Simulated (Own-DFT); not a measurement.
# How strain changes the stress of wurtzite AlN, 128 atoms (Al64N64)

These are calculations, not measurements. The program, named Own-DFT, is a retired in-house plane-wave density functional code that no person has reviewed. Each row is one single-point run on a periodic cell that was not relaxed, without spin or spin-orbit coupling.

Settings of every run: PBE; PseudoDojo norm-conserving scalar-relativistic files; cutoff 42 hartree; 3 x 3 x 3 k mesh centred on Gamma; Gaussian smearing of 0.01 eV.

Known limits: k mesh not checked against a denser one; stress not checked against mesh or cutoff.

Unstrained cell vectors in Å: (12.448, 0.000, 0.000); (-6.224, 10.780, 0.000); (0.000, 0.000, 9.964). The unstrained cell has measured lattice constants (interpolated for alloys), not those of this functional. That, the random moves and any unrelaxed bonds set the pressure at no strain. Each run strains this cell uniformly, with the atoms carried along. Every atom was also moved at random, by a Gaussian of width 0.05 Å on each axis. Strain is the symmetric tensor, in per cent. Stress is positive in tension, and the pressure is minus a third of its trace.

```
run  e_xx (%)  e_yy (%)  e_zz (%)  e_yz (%)  e_xz (%)  e_xy (%)  s_xx (GPa)  s_yy (GPa)  s_zz (GPa)  s_yz (GPa)  s_xz (GPa)  s_xy (GPa)  P (GPa)  E (meV/atom)
  1     -1.70     -0.29      1.16     -0.84      1.68     -0.68      -12.42       -8.88       -0.85       -2.55        3.94       -2.32     7.38           8.1
  2      0.53      0.20      0.57     -1.38     -1.80      1.38       -3.14       -4.17       -2.91       -3.37       -4.86        5.44     3.41          19.8
  3      1.16     -1.58      0.67      1.63      0.30      0.12       -1.70      -12.08       -2.64        4.61        1.35        0.48     5.48          17.1
  4     -1.39      1.85     -0.23      0.88     -0.80     -0.20       -9.29        0.90       -6.56        2.49       -1.27       -1.78     4.98          10.7
  5     -1.87     -1.34      0.74      0.09      1.20      1.36      -14.80      -13.89       -6.21       -1.12        2.80        4.69    11.63          29.9
  6     -0.82      1.02      0.65     -1.93      1.23      1.23       -7.73       -1.58       -3.85       -4.66        3.08        4.07     4.39          29.4
  7      1.39      0.19      1.92      1.50     -0.27      0.14        1.54       -1.27        2.80        3.37       -0.44        0.90    -1.02          13.7
  8     -1.40     -1.75     -0.77      0.31      1.17      0.00      -14.46      -17.21      -13.28        0.33        2.80        0.86    14.98          42.4
  9     -0.64     -0.09     -0.28     -1.97      0.19      1.00      -10.07       -7.65       -8.17       -5.76        0.46        4.84     8.63          35.6
 10      0.78     -0.59     -1.64      0.23      1.71     -0.08       -3.18       -9.98      -14.17        0.61        3.43        0.47     9.11          31.4
 11      0.33     -0.37      0.69      1.06     -0.23      0.18       -5.25       -7.39       -0.82        3.24       -0.83        0.87     4.48          12.7
 12      0.53      0.37     -1.77      0.14      0.54      0.48       -4.00       -5.44      -13.44        0.04        1.29        2.80     7.63          21.7
 13     -0.72      0.84      1.58     -1.23      0.04     -0.49       -5.70       -2.35        1.23       -3.04        0.56       -1.13     2.27           9.3
 14     -0.72      0.26      0.25      1.14      1.14      0.03       -9.31       -5.13       -3.71        2.41        3.18       -0.59     6.05           8.2
 15      1.66      0.20      0.70     -1.08      1.79      0.85        1.87       -0.90       -1.37       -2.68        4.22        2.32     0.13           0.0
 16     -1.22      1.58     -1.10      0.56      0.94      1.69           ?           ?           ?           ?           ?           ?        ?             ?
```

E is the free energy for each atom above the lowest run shown.

## Worked fit

Each stress component was fitted by least squares to a constant and the strains of the runs shown, as fractions, with shears doubled. Shear strains stay in the fit of a normal stress only where such slopes are resolved. The slopes, in GPa:

| stress | at no strain | per e_xx | per e_yy | per e_zz | scatter |
|---|---|---|---|---|---|
| s_xx | -5.8 | 431 ± 17 | 121 ± 21 | 61 ± 19 | 0.75 |
| s_yy | -6.1 | 137 ± 14 | 489 ± 17 | 98 ± 15 | 0.60 |
| s_zz | -6.0 | 79 ± 26 | 86 ± 32 | 471 ± 29 | 1.15 |

Each shear stress against twice its own strain: yz 124 ± 7, xz 121 ± 6, xy 156 ± 14 GPa. These are stiffnesses along x, y and z of the frame in which the cell vectors are given, which need not be the crystal's axes. The atoms are held to the strained lattice; where symmetry lets them move under strain, relaxing them would lower some slopes. The table should be nearly symmetric about its diagonal, and what it lacks of that shows the noise. A ninth of its sum, 219 ± 5 GPa, estimates the bulk modulus near the mean pressure of these runs, 6.0 GPa, so it lies above the value at zero pressure.

## Withheld run

Question: what normal stresses and pressure should run 16 give?

The fit gives s_xx = -9.8, s_yy = -1.1, s_zz = -10.8 and P = 7.3 GPa. The calculation gave -11.40, 0.46, -11.37 and P = 7.43 GPa.
